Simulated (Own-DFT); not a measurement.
SiC (2H silicon carbide, atoms displaced), GaP (zincblende, strained, atoms displaced) (calculated)

Computed with Own-DFT development build. A calculation, not a measurement: plane-wave PBE density functional theory by an unreviewed code, no spin, of a simulated periodic cell, stress positive in tension, free energy of the whole cell less one offset for each atom, forces on such cells passed a denser k mesh, this cell's mesh not checked; offsets are fitted by least squares, one for each functional and potential file, so energies compare only between cells with the same atoms and settings and are not formation energies; the far tail of each file's local potential was reset to the Coulomb form; each entry is a single point on an unrelaxed cell, so the pressure reflects the starting lattice, mostly measured values (interpolated for alloys), from which strain is counted, and rises with the displacements; printed positions are rounded, which can move forces by about a meV/angstrom; the program, named Own-DFT, is a retired in-house code; no spin-orbit coupling; before rounding, a Quantum ESPRESSO 7.3.1 run of the same cell and cutoff gave forces within 1 meV/angstrom rms on each cell, which checks the program and not the settings.

Settings shared by all entries: functional PBE; potential files PseudoDojo norm-conserving, scalar-relativistic, standard set; wave cutoff 42 hartree; occupations Fermi-Dirac; smearing width 0.1 eV.

(1) SiC (2H silicon carbide, atoms displaced)

```
SiC
1.0
      6.1654     0.0000     0.0000
     -3.0827     5.3394     0.0000
      0.0000     0.0000    10.0681
Si C Si C Si C Si C Si C Si C Si C Si C
2 2 2 2 2 2 2 2 2 2 2 2 2 2 2 2
Direct
  0.00814 0.01154 0.99330
  0.17857 0.33155 0.25149
  0.00209 0.99590 0.18817
  0.16935 0.33775 0.43107
  0.99513 0.99837 0.50244
  0.15553 0.33062 0.74661
  0.01734 0.98764 0.69107
  0.15351 0.32178 0.93820
  0.00662 0.51026 0.01380
  0.15040 0.82786 0.26080
  0.96862 0.47605 0.19279
  0.16785 0.83358 0.45137
  0.98969 0.49228 0.48517
  0.18859 0.84914 0.75039
  0.99214 0.49575 0.69409
  0.16821 0.84084 0.93808
  0.48812 0.01451 0.00189
  0.66063 0.33007 0.24519
  0.50597 0.01506 0.19425
  0.66896 0.34367 0.44764
  0.48331 0.00036 0.50194
  0.65535 0.31674 0.73803
  0.50980 0.98940 0.67970
  0.66823 0.32502 0.93646
  0.50368 0.50790 0.00672
  0.64860 0.84176 0.24346
  0.50557 0.51281 0.18736
  0.64726 0.82455 0.42930
  0.51196 0.50026 0.49577
  0.64993 0.81798 0.74673
  0.48915 0.49979 0.68998
  0.66232 0.82011 0.94492
```

It was run with k mesh 5 x 5 x 3 centred on Gamma.

The calculation gives: free energy of cell above offsets -1.068 eV; pressure 6.33 GPa; stress xx -6.19 GPa; stress yy -7.43 GPa; stress zz -5.37 GPa; stress yz 1.39 GPa; stress xz -0.52 GPa; stress xy 0.65 GPa.

Force:
| element | x (eV/Å) | y (eV/Å) | z (eV/Å) |
| --- | --- | --- | --- |
| Si | -1.04 | -2.482 | 1.724 |
| Si | -1.597 | -0.776 | -1.272 |
| C | -0.922 | 0.493 | -0.188 |
| C | 0.505 | -0.911 | 1.642 |
| Si | -0.753 | 0.104 | -0.377 |
| Si | 0.329 | -0.459 | 0.918 |
| C | -3.811 | 1.625 | -0.986 |
| C | 0.537 | 3.405 | 0.133 |
| Si | -0.542 | -1.449 | -3.454 |
| Si | 0.846 | 0.111 | -0.96 |
| C | 3.962 | 3.073 | 0.603 |
| C | -2.113 | -0.62 | -2.619 |
| Si | 2.29 | 0.982 | 3.712 |
| Si | -0.003 | -3.395 | 0.528 |
| C | 0.305 | 0.559 | -2.006 |
| C | 0.347 | -0.591 | 0.31 |
| Si | 2.458 | -1.397 | 0.327 |
| Si | -2.192 | 0.866 | 2.381 |
| C | -2.873 | -2.119 | -1.402 |
| C | -0.021 | -2.682 | -2.89 |
| Si | 3.141 | 0.019 | -1.154 |
| Si | 0.276 | 2.124 | 2.535 |
| C | -1.302 | 0.77 | 1.22 |
| C | -0.759 | 1.886 | 0.019 |
| Si | 0.089 | -2.402 | -2.296 |
| Si | 3.441 | -0.178 | 0.987 |
| C | -0.384 | -0.924 | 0.693 |
| C | 0.8 | 1.467 | 1.469 |
| Si | -3.685 | 1.254 | 1.355 |
| Si | 2.952 | 0.807 | 2.096 |
| C | 0.871 | -1.651 | -1.556 |
| C | -1.151 | 2.495 | -1.49 |

(2) SiC (2H silicon carbide, atoms displaced)

```
SiC
1.0
      6.1654     0.0000     0.0000
     -3.0827     5.3394     0.0000
      0.0000     0.0000    10.0681
Si C Si C Si C Si C Si C Si C Si C Si C
2 2 2 2 2 2 2 2 2 2 2 2 2 2 2 2
Direct
  0.99268 0.99779 0.99357
  0.17944 0.36472 0.24863
  0.98514 0.99421 0.19323
  0.16321 0.32620 0.42600
  0.00527 0.99389 0.50258
  0.16697 0.32470 0.75398
  0.98989 0.98607 0.68908
  0.19274 0.35036 0.94300
  0.98854 0.49860 0.99431
  0.15053 0.82064 0.25468
  0.00433 0.49895 0.19681
  0.16221 0.83309 0.43574
  0.99447 0.50193 0.50298
  0.16732 0.83755 0.74973
  0.99092 0.49328 0.69319
  0.14527 0.81936 0.93270
  0.49610 0.99230 0.99501
  0.68880 0.34601 0.25455
  0.50745 0.99180 0.18362
  0.66381 0.34416 0.45261
  0.51606 0.00554 0.50002
  0.66604 0.34200 0.75196
  0.49996 0.99522 0.68561
  0.67248 0.34966 0.93172
  0.48481 0.48122 0.99925
  0.66580 0.84047 0.24779
  0.50925 0.52474 0.18364
  0.66868 0.84416 0.43157
  0.52434 0.51444 0.50996
  0.67047 0.83811 0.75052
  0.51806 0.50159 0.69158
  0.67532 0.84380 0.93586
```

It was run with k mesh 5 x 5 x 3 centred on Gamma.

Results for SiC (2H silicon carbide, atoms displaced): free energy of cell above offsets -1.133 eV; pressure 7.06 GPa; stress xx -10.3 GPa; stress yy -2.87 GPa; stress zz -8.01 GPa; stress yz -0.44 GPa; stress xz -0.78 GPa; stress xy 0.3 GPa.

Force:
| element | x (eV/Å) | y (eV/Å) | z (eV/Å) |
| --- | --- | --- | --- |
| Si | 0.903 | 0.634 | 2.648 |
| Si | 2.645 | -3.862 | -0.034 |
| C | 2.248 | 1.777 | -1.903 |
| C | 0.266 | 1.199 | 4.159 |
| Si | -1.259 | 1.667 | -1.735 |
| Si | -0.184 | 1.122 | -0.887 |
| C | 0.895 | 1.853 | -0.34 |
| C | -5.423 | -3.457 | -2.173 |
| Si | 1.707 | 0.061 | 1.604 |
| Si | 0.535 | 2.908 | -1.383 |
| C | -1.506 | 1.145 | -3.13 |
| C | 1.441 | -0.244 | 1.543 |
| Si | 2.145 | -0.393 | -0.043 |
| Si | 0.62 | -1.496 | -0.597 |
| C | 1.734 | 0.595 | -0.511 |
| C | 1.527 | 1.939 | 0.787 |
| Si | -0.521 | 0.673 | 0.538 |
| Si | -3.26 | -1.786 | 0.098 |
| C | -3.086 | 1.912 | 0.442 |
| C | 1.962 | -1.277 | -2.821 |
| Si | -2.138 | -0.298 | -0.07 |
| Si | 1.847 | -1.961 | -0.615 |
| C | -0.409 | 0.656 | 0.798 |
| C | -0.52 | -2.699 | 1.499 |
| Si | 3.964 | 4.552 | 1.846 |
| Si | 0.812 | -0.115 | 0.25 |
| C | 1.09 | -2.722 | 0.404 |
| C | 1.239 | -0.972 | 1.821 |
| Si | -3.863 | 0.033 | -1.932 |
| Si | -0.765 | -0.8 | 0.505 |
| C | -3.325 | 0.703 | -0.065 |
| C | -1.322 | -1.346 | -0.704 |

(3) SiC (2H silicon carbide, atoms displaced)

```
SiC
1.0
      6.1654     0.0000     0.0000
     -3.0827     5.3394     0.0000
      0.0000     0.0000    10.0681
Si C Si C Si C Si C Si C Si C Si C Si C
2 2 2 2 2 2 2 2 2 2 2 2 2 2 2 2
Direct
  0.00971 0.98942 0.98820
  0.15922 0.31180 0.24452
  0.99607 0.99356 0.18770
  0.18909 0.35343 0.43999
  0.00531 0.02450 0.49989
  0.17015 0.32904 0.74023
  0.00707 0.98747 0.68549
  0.19242 0.35931 0.94142
  0.98601 0.48751 0.00457
  0.20223 0.84916 0.25738
  0.00057 0.50431 0.19919
  0.16194 0.82095 0.44566
  0.01269 0.51105 0.49320
  0.17386 0.85641 0.74821
  0.00080 0.51654 0.67846
  0.19616 0.85515 0.94107
  0.50565 0.02077 0.99675
  0.67119 0.34189 0.24381
  0.50826 0.99577 0.18771
  0.66288 0.32103 0.43580
  0.48267 0.99328 0.51079
  0.68266 0.35060 0.75371
  0.48650 0.98110 0.68841
  0.66662 0.35075 0.94021
  0.48676 0.48577 0.00774
  0.65582 0.82314 0.25366
  0.49475 0.48760 0.19660
  0.64926 0.83513 0.44320
  0.51888 0.50764 0.50135
  0.66387 0.82815 0.73782
  0.49062 0.50597 0.68234
  0.68460 0.84929 0.93426
```

Settings of this run: k mesh 5 x 5 x 3 centred on Gamma.

It finds free energy of cell above offsets -0.755 eV; pressure 6.35 GPa; stress xx -9.52 GPa; stress yy -4.32 GPa; stress zz -5.19 GPa; stress yz 0.49 GPa; stress xz -0.69 GPa; stress xy -1.44 GPa.

Force:
| element | x (eV/Å) | y (eV/Å) | z (eV/Å) |
| --- | --- | --- | --- |
| Si | -1.57 | 2.181 | 2.372 |
| Si | -0.94 | 1.702 | 1.689 |
| C | 0.857 | -1.409 | -0.204 |
| C | -0.583 | -1.425 | -0.785 |
| Si | 0.464 | -2.013 | -0.922 |
| Si | -1.727 | 1.184 | 1.615 |
| C | -3.627 | 2.72 | -0.783 |
| C | -3.541 | -3.416 | -2.074 |
| Si | 2.23 | 2.521 | 0.487 |
| Si | -3.648 | -1.688 | -0.277 |
| C | 1.29 | 0.172 | -1.909 |
| C | -1.205 | 4.002 | -1.903 |
| Si | -1.189 | -3.251 | 0.752 |
| Si | 2.383 | -3.642 | 1.767 |
| C | 0.952 | -1.097 | 2.094 |
| C | -2.062 | -2.948 | -1.818 |
| Si | 3.346 | -1.412 | 0.916 |
| Si | 0.955 | -1.841 | 2.598 |
| C | 0.225 | 1.75 | -1.073 |
| C | 0.223 | 0.944 | 0.387 |
| Si | 0.905 | 0.998 | -2.099 |
| Si | -1.123 | -0.969 | -1.611 |
| C | 1.059 | 3.318 | 1.012 |
| C | 0.971 | -0.714 | -0.484 |
| Si | 1.538 | 4.356 | 0.235 |
| Si | 1.498 | 0.732 | 0.024 |
| C | -0.911 | 0.804 | -1.724 |
| C | 2.113 | 0.771 | -0.403 |
| Si | -0.362 | -0.645 | -1.107 |
| Si | 0.19 | 0.631 | 2.725 |
| C | 2.428 | -1.201 | 0.835 |
| C | -1.139 | -1.114 | -0.332 |

(4) GaP (zincblende, strained, atoms displaced)

```
GaP
1.0
     10.8620     0.0000     0.0000
      0.0000    10.8620     0.0000
      0.0000     0.0000    10.9361
Ga P Ga P Ga P Ga P Ga P Ga P Ga P Ga P
4 4 4 4 4 4 4 4 4 4 4 4 4 4 4 4
Direct
  0.00545 0.99182 0.00481
  0.01005 0.25760 0.25237
  0.26279 0.99792 0.24613
  0.25801 0.24657 0.99880
  0.12235 0.11763 0.11866
  0.12198 0.37066 0.37617
  0.36895 0.12039 0.37736
  0.37237 0.37939 0.13141
  0.00275 0.99145 0.50679
  0.99330 0.25649 0.75243
  0.25559 0.99752 0.74649
  0.24294 0.24465 0.50084
  0.12589 0.12031 0.62374
  0.13244 0.38554 0.87171
  0.37939 0.12529 0.87155
  0.36547 0.37394 0.63160
  0.99375 0.49739 0.99969
  0.99128 0.76099 0.24954
  0.24512 0.50489 0.25402
  0.26584 0.74820 0.99684
  0.14388 0.63563 0.11839
  0.12212 0.86571 0.37412
  0.37436 0.62890 0.37224
  0.38312 0.86624 0.12298
  0.99398 0.50589 0.49584
  0.00191 0.75839 0.74255
  0.24540 0.50467 0.74113
  0.24520 0.75759 0.49459
  0.11552 0.63921 0.62502
  0.11976 0.87992 0.87462
  0.38295 0.63052 0.87371
  0.37897 0.87349 0.63260
  0.49681 0.01165 0.99816
  0.47737 0.25601 0.24913
  0.75201 0.99742 0.23889
  0.75925 0.24497 0.99461
  0.62117 0.12989 0.13060
  0.62200 0.38180 0.36989
  0.87969 0.12362 0.37275
  0.87620 0.37786 0.11748
  0.50275 0.99971 0.49460
  0.50485 0.24200 0.73628
  0.75806 0.99178 0.74832
  0.74687 0.24321 0.49239
  0.62477 0.12828 0.63149
  0.61721 0.37368 0.88466
  0.86560 0.12300 0.88466
  0.87150 0.36734 0.61501
  0.50871 0.50330 0.99722
  0.50158 0.73936 0.25029
  0.75968 0.50222 0.23682
  0.75170 0.75375 0.99514
  0.63493 0.61670 0.12080
  0.63198 0.87697 0.37147
  0.87519 0.62816 0.36697
  0.87718 0.87996 0.13341
  0.50595 0.49050 0.49492
  0.49885 0.75583 0.74857
  0.74385 0.50030 0.75115
  0.76014 0.75937 0.51156
  0.62804 0.62257 0.62474
  0.62919 0.87071 0.88773
  0.85845 0.62497 0.86780
  0.88697 0.87354 0.61764
```

Settings of this run: k mesh 3 x 3 x 3 centred on Gamma.

The calculation gives: free energy of cell above offsets -30.573 eV; pressure 4.2 GPa; stress xx -4.23 GPa; stress yy -4.43 GPa; stress zz -3.94 GPa; stress yz -0.47 GPa; stress xz 0.05 GPa; stress xy 1.08 GPa.

Force:
| element | x (eV/Å) | y (eV/Å) | z (eV/Å) |
| --- | --- | --- | --- |
| Ga | -1.13 | 0.579 | -0.381 |
| Ga | -1.289 | -1.288 | -1.236 |
| Ga | -1.368 | -0.749 | -0.304 |
| Ga | -0.695 | 0.526 | 0.06 |
| P | 1.225 | 1.107 | 1.002 |
| P | 0.866 | 1.554 | 0.733 |
| P | 0.414 | 0.558 | 0.224 |
| P | -0.722 | 0.915 | -1.594 |
| Ga | 0.969 | 1.534 | -1.903 |
| Ga | 0.608 | -0.514 | 0.194 |
| Ga | -0.671 | 0.476 | 0.646 |
| Ga | 0.356 | 0.343 | 0.108 |
| P | -0.537 | 0.198 | 0.885 |
| P | -0.879 | -1.109 | 0.522 |
| P | -0.42 | 0.209 | -0.636 |
| P | 1.07 | -0.38 | -1.423 |
| Ga | 1.271 | 1.604 | -0.833 |
| Ga | 1.578 | -1.7 | -0.088 |
| Ga | 0.01 | -0.164 | -0.105 |
| Ga | -0.891 | 0.874 | -0.646 |
| P | -2.693 | -0.818 | 0.687 |
| P | 0.202 | 1.996 | -0.563 |
| P | -0.088 | -0.776 | 1.203 |
| P | 0.404 | 1.191 | 0.099 |
| Ga | 0.19 | -0.338 | 0.282 |
| Ga | -0.691 | -0.544 | 2.099 |
| Ga | 0.095 | 1.165 | 0.586 |
| Ga | 1.027 | -0.844 | 0.922 |
| P | 1.295 | -1.665 | -1.042 |
| P | 1.295 | -0.91 | -0.307 |
| P | -0.248 | -1.129 | -0.743 |
| P | -0.417 | 0.429 | -1.88 |
| Ga | 0.871 | -1.03 | 0.723 |
| Ga | 2.031 | -0.88 | 1 |
| Ga | -0.796 | 1.397 | 1.354 |
| Ga | -2.337 | 1.403 | 1.604 |
| P | 0.029 | 0.404 | -0.319 |
| P | 0.937 | -1.462 | -0.994 |
| P | -0.001 | -0.372 | -0.206 |
| P | 0.429 | -1.376 | 0.833 |
| Ga | 0.163 | -0.092 | 0.609 |
| Ga | -1.464 | 1.996 | 2.217 |
| Ga | -0.711 | 0.187 | 0.513 |
| Ga | -0.257 | 0.311 | -0.241 |
| P | 1.545 | -2.011 | -1.922 |
| P | 1.083 | -1.162 | -1.777 |
| P | 2.362 | -1.413 | -1.858 |
| P | -0.199 | 1.033 | 0.712 |
| Ga | -1.284 | 0.095 | 0.696 |
| Ga | 1.043 | 0.453 | -0.306 |
| Ga | -0.452 | -0.405 | 1.315 |
| Ga | 0.711 | -0.755 | 1.496 |
| P | -0.716 | 1.519 | 0.06 |
| P | -0.237 | -0.599 | 0.339 |
| P | -0.373 | 0.083 | 0.536 |
| P | -0.302 | -0.681 | -2.285 |
| Ga | -1.271 | 1.268 | 1.045 |
| Ga | 1.477 | -0.844 | 0.594 |
| Ga | -0.298 | -1.379 | -0.41 |
| Ga | -1.554 | -1.523 | -1.686 |
| P | -0.556 | 0.709 | -0.394 |
| P | -1.152 | 1.583 | -1.867 |
| P | 2.377 | 0.536 | 0.383 |
| P | -1.23 | 0.677 | 1.668 |

(5) GaP (zincblende, strained, atoms displaced)

```
GaP
1.0
     10.8620     0.0000     0.0000
      0.0000    10.8620     0.0000
      0.0000     0.0000    10.9361
Ga P Ga P Ga P Ga P Ga P Ga P Ga P Ga P
4 4 4 4 4 4 4 4 4 4 4 4 4 4 4 4
Direct
  0.00620 0.01015 0.99488
  0.99694 0.22759 0.25449
  0.24130 0.99542 0.24404
  0.24591 0.24526 0.99883
  0.11671 0.12382 0.12048
  0.13335 0.38177 0.37924
  0.37802 0.12743 0.37576
  0.39021 0.36963 0.12309
  0.99878 0.00087 0.50853
  0.00207 0.25628 0.74720
  0.25041 0.01201 0.74485
  0.24657 0.24814 0.49535
  0.11713 0.12727 0.62440
  0.12297 0.36800 0.87204
  0.37662 0.13011 0.87135
  0.37231 0.38001 0.61402
  0.00834 0.49673 0.00567
  0.00141 0.76318 0.24705
  0.25217 0.50961 0.24983
  0.24686 0.75494 0.00708
  0.13758 0.64483 0.13399
  0.12521 0.86567 0.37728
  0.36371 0.61892 0.37520
  0.38019 0.87198 0.11559
  0.99378 0.48964 0.51056
  0.00045 0.75028 0.74833
  0.25932 0.50822 0.74133
  0.24925 0.74568 0.49531
  0.12558 0.62982 0.63496
  0.11755 0.88732 0.88072
  0.38188 0.61691 0.88735
  0.37454 0.88034 0.62992
  0.48957 0.98828 0.99818
  0.49559 0.25585 0.24764
  0.74766 0.00145 0.25754
  0.75011 0.25873 0.99802
  0.63420 0.12361 0.13664
  0.63198 0.37884 0.39222
  0.87958 0.12101 0.36849
  0.87447 0.37770 0.11860
  0.50484 0.01421 0.50279
  0.48666 0.23832 0.74397
  0.74984 0.99032 0.73963
  0.76657 0.24661 0.49761
  0.62105 0.13423 0.62905
  0.61676 0.37711 0.88380
  0.86823 0.13061 0.87854
  0.87892 0.36754 0.63814
  0.48216 0.50513 0.99382
  0.50010 0.76082 0.25683
  0.74590 0.50016 0.24593
  0.74527 0.73349 0.00615
  0.63124 0.63324 0.12479
  0.63200 0.87152 0.38182
  0.86239 0.62666 0.37577
  0.85409 0.88081 0.10821
  0.50389 0.49862 0.49772
  0.49585 0.74623 0.74132
  0.75006 0.50202 0.75751
  0.75122 0.74321 0.50022
  0.62085 0.62338 0.62597
  0.62976 0.88342 0.87517
  0.87234 0.62579 0.87413
  0.87286 0.87826 0.62547
```

Here we set k mesh 3 x 3 x 3 centred on Gamma.

The calculation gives: free energy of cell above offsets -28.513 eV; pressure 4.67 GPa; stress xx -4.79 GPa; stress yy -4.67 GPa; stress zz -4.54 GPa; stress yz 0.58 GPa; stress xz 0.41 GPa; stress xy 0.58 GPa.

Force:
| element | x (eV/Å) | y (eV/Å) | z (eV/Å) |
| --- | --- | --- | --- |
| Ga | -2.654 | -0.379 | 0.125 |
| Ga | 1.211 | 3.55 | -1.187 |
| Ga | 0.866 | 0.12 | 0.377 |
| Ga | 0.526 | 0.637 | 0.134 |
| P | 1.47 | 0.141 | 0.833 |
| P | -1.496 | -0.594 | -0.905 |
| P | -0.875 | -0.372 | -0.773 |
| P | -2.868 | 1.187 | -0.443 |
| Ga | 0.179 | -0.496 | -1.117 |
| Ga | -0.084 | -1.77 | 1.484 |
| Ga | -0.442 | -0.787 | 0.644 |
| Ga | 0.222 | -0.02 | 0.289 |
| P | 0.865 | 0.435 | -0.106 |
| P | 1.232 | 1.411 | 0.306 |
| P | -0.97 | -1.29 | 1.367 |
| P | 0.125 | -0.89 | 0.809 |
| Ga | 0.123 | 0.927 | -0.362 |
| Ga | -2.036 | -0.371 | -0.385 |
| Ga | -0.282 | -1.768 | -1.106 |
| Ga | 0.528 | 0.362 | -2.031 |
| P | -1.83 | -2.096 | -0.168 |
| P | -0.217 | 1.718 | 0.323 |
| P | 2.615 | 1.126 | 0.554 |
| P | -1.149 | -0.111 | 2.097 |
| Ga | 0.368 | 1.156 | -0.742 |
| Ga | -0.424 | 0.794 | 1.01 |
| Ga | -0.272 | -0.805 | 1.262 |
| Ga | 0.169 | 0.375 | 1.322 |
| P | -0.142 | -0.368 | -1.34 |
| P | 1.522 | -1.414 | -1.403 |
| P | -3.484 | 3.922 | -3.627 |
| P | -0.308 | -0.201 | -1.186 |
| Ga | 2.044 | 2.105 | -0.846 |
| Ga | 2.074 | -1.119 | 1.536 |
| Ga | 0.115 | -1.067 | -0.547 |
| Ga | -0.614 | -0.671 | 0.415 |
| P | -1.574 | 0.79 | -1.28 |
| P | 0.204 | -0.842 | -2.102 |
| P | -0.873 | -1.347 | 2.13 |
| P | 0.543 | -0.391 | 1.545 |
| Ga | -0.071 | -1.309 | -0.165 |
| Ga | 0.891 | 2.728 | -0.024 |
| Ga | -0.68 | 1.916 | 1.392 |
| Ga | -0.913 | 0.294 | 0.695 |
| P | 1.747 | -0.666 | -0.669 |
| P | -0.228 | -0.141 | -1.284 |
| P | 0.592 | -0.395 | -1.305 |
| P | -1.55 | 1.185 | -1.206 |
| Ga | 4.109 | -2.476 | 3.042 |
| Ga | 0.032 | -0.967 | -0.222 |
| Ga | 0.075 | -0.327 | 0.364 |
| Ga | 1.013 | 2.123 | -2.361 |
| P | -3.15 | -1.935 | 1.641 |
| P | -0.889 | 1.024 | 0.359 |
| P | 2.23 | -0.78 | -0.548 |
| P | 2.186 | 0.361 | 1.343 |
| Ga | -0.605 | 0.706 | 0.207 |
| Ga | 0.436 | 0.657 | 1.575 |
| Ga | -0.801 | -0.707 | -0.175 |
| Ga | -0.422 | 0.499 | 0.911 |
| P | 0.605 | -0.165 | -0.041 |
| P | -0.689 | -1.763 | -0.096 |
| P | 1.087 | -0.078 | 0.435 |
| P | 0.586 | -1.372 | -0.779 |
